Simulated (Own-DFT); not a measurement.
# How strain changes the stress of 2H SiC, 72 atoms (C36Si36)

Calculated results; nothing here was measured. The program, named Own-DFT, is a retired in-house plane-wave density functional code that no person has reviewed. Each row is one single-point run on a periodic cell that was not relaxed, without spin or spin-orbit coupling.

Settings of every run: PBE; PseudoDojo norm-conserving scalar-relativistic files; cutoff 42 hartree; 4 x 4 x 3 k mesh centred on Gamma; Fermi-Dirac smearing of 0.1 eV.

Known limits: forces on such cells passed a denser k mesh, each cell not checked; stress not checked against mesh or cutoff.

Unstrained cell vectors in Å: (9.248, 0.000, 0.000); (-4.624, 8.009, 0.000); (0.000, 0.000, 10.068). The unstrained cell has measured lattice constants (interpolated for alloys), not those of this functional. That, the random moves and any unrelaxed bonds set the pressure at no strain. Each run strains this cell uniformly, with the atoms carried along. Every atom was also moved at random, by a Gaussian of width 0.05 Å on each axis. Strain is the symmetric tensor, in per cent. Stress is positive in tension, and the pressure is minus a third of its trace.

| run | e_xx (%) | e_yy (%) | e_zz (%) | e_yz (%) | e_xz (%) | e_xy (%) | s_xx (GPa) | s_yy (GPa) | s_zz (GPa) | s_yz (GPa) | s_xz (GPa) | s_xy (GPa) | P (GPa) | E (meV/atom) |
|---|---|---|---|---|---|---|---|---|---|---|---|---|---|---|
| 1 | 0.65 | 1.73 | 0.90 | 1.80 | -1.85 | -1.87 | -0.76 | 3.27 | -0.43 | 5.55 | -6.18 | -9.53 | -0.69 | 37.3 |
| 2 | -1.62 | -1.01 | -0.95 | -1.72 | -0.30 | 0.47 | -13.19 | -16.92 | -14.31 | -7.26 | -0.34 | 3.71 | 14.81 | 44.2 |
| 3 | 1.85 | -0.01 | 0.68 | -0.15 | 1.82 | -0.62 | 6.32 | -2.72 | -2.61 | -1.26 | 5.31 | -2.31 | -0.33 | 0.0 |
| 4 | -0.42 | -0.95 | -1.42 | 1.25 | -1.61 | -0.08 | -10.14 | -8.73 | -19.41 | 3.90 | -6.05 | -0.26 | 12.76 | 45.5 |
| 5 | 1.12 | -1.36 | 1.50 | 0.26 | -1.82 | 1.03 | 0.66 | -10.41 | 1.40 | 0.63 | -4.45 | 5.55 | 2.78 | 17.6 |
| 6 | 0.59 | 0.28 | 1.53 | -0.88 | 0.05 | 1.65 | -0.80 | -2.60 | 2.97 | -2.57 | -0.88 | 6.38 | 0.14 | 4.8 |
| 7 | 1.23 | -1.56 | -0.88 | 0.72 | -0.03 | -0.22 | 2.26 | -14.54 | -13.32 | 3.61 | 0.39 | -1.14 | 8.53 | 17.3 |
| 8 | 0.11 | -1.19 | 0.38 | -1.73 | -0.30 | 1.28 | -5.15 | -11.78 | -6.15 | -6.16 | -0.30 | 6.56 | 7.69 | 32.6 |
| 9 | 0.71 | 1.13 | 1.54 | 1.38 | -1.02 | -1.01 | 1.31 | 3.16 | 0.33 | 3.15 | -3.12 | -4.88 | -1.60 | 8.7 |
| 10 | -1.83 | -1.39 | 0.54 | -1.72 | -1.31 | -1.95 | -18.17 | -12.75 | -5.65 | -5.91 | -4.53 | -9.61 | 12.19 | 36.3 |
| 11 | 0.48 | 1.18 | 0.75 | 1.60 | 1.41 | -0.97 | -2.86 | 3.17 | -1.16 | 5.02 | 4.90 | -4.56 | 0.28 | 10.2 |
| 12 | -1.46 | -0.89 | 1.06 | 0.27 | -0.41 | -0.11 | -14.88 | -9.03 | -3.10 | 1.35 | -1.03 | -1.77 | 9.01 | 24.3 |
| 13 | 1.44 | 1.40 | -0.70 | 0.54 | -1.07 | 1.20 | 4.83 | 4.70 | -13.16 | 1.41 | -2.35 | 4.95 | 1.21 | 12.1 |
| 14 | 1.78 | -1.07 | -1.15 | 1.55 | 1.43 | -1.26 | 4.84 | -10.53 | -13.32 | 5.26 | 4.82 | -5.73 | 6.34 | 18.4 |
| 15 | -0.53 | -1.65 | -1.21 | 1.84 | 0.96 | 1.91 | -9.96 | -15.27 | -17.98 | 5.96 | 3.85 | 11.96 | 14.40 | 47.5 |
| 16 | 1.92 | -0.16 | 0.51 | 0.47 | -0.51 | 0.81 | 6.47 | -3.00 | -4.24 | 1.95 | -1.51 | 2.93 | 0.26 | 1.4 |
| 17 | -0.08 | 0.99 | 0.97 | -0.62 | -0.88 | 1.18 | ? | ? | ? | ? | ? | ? | ? | ? |

E is the free energy for each atom above the lowest run shown.

## Worked fit

Each stress component was fitted by least squares to a constant and the strains of the runs shown, as fractions, with shears doubled. Shear strains stay in the fit of a normal stress only where such slopes are resolved. The slopes, in GPa:

| stress | at no strain | per e_xx | per e_yy | per e_zz | scatter |
|---|---|---|---|---|---|
| s_xx | -5.2 | 615 ± 26 | 60 ± 30 | 4 ± 31 | 1.17 |
| s_yy | -5.1 | 98 ± 42 | 542 ± 48 | 79 ± 49 | 1.86 |
| s_zz | -8.3 | 59 ± 30 | 24 ± 34 | 653 ± 35 | 1.32 |

Each shear stress against twice its own strain: yz 173 ± 9, xz 157 ± 9, xy 246 ± 12 GPa. These are stiffnesses along x, y and z of the frame in which the cell vectors are given, which need not be the crystal's axes. The atoms are held to the strained lattice; where symmetry lets them move under strain, relaxing them would lower some slopes. The table should be nearly symmetric about its diagonal, and what it lacks of that shows the noise. A ninth of its sum, 237 ± 5 GPa, estimates the bulk modulus near the mean pressure of these runs, 5.5 GPa, so it lies above the value at zero pressure.

## Withheld run

Question: what normal stresses and pressure should run 17 give?

The fit gives s_xx = -5.1, s_yy = 0.9, s_zz = -1.8 and P = 2.0 GPa. The calculation gave -3.89, 1.13, -2.09 and P = 1.61 GPa.
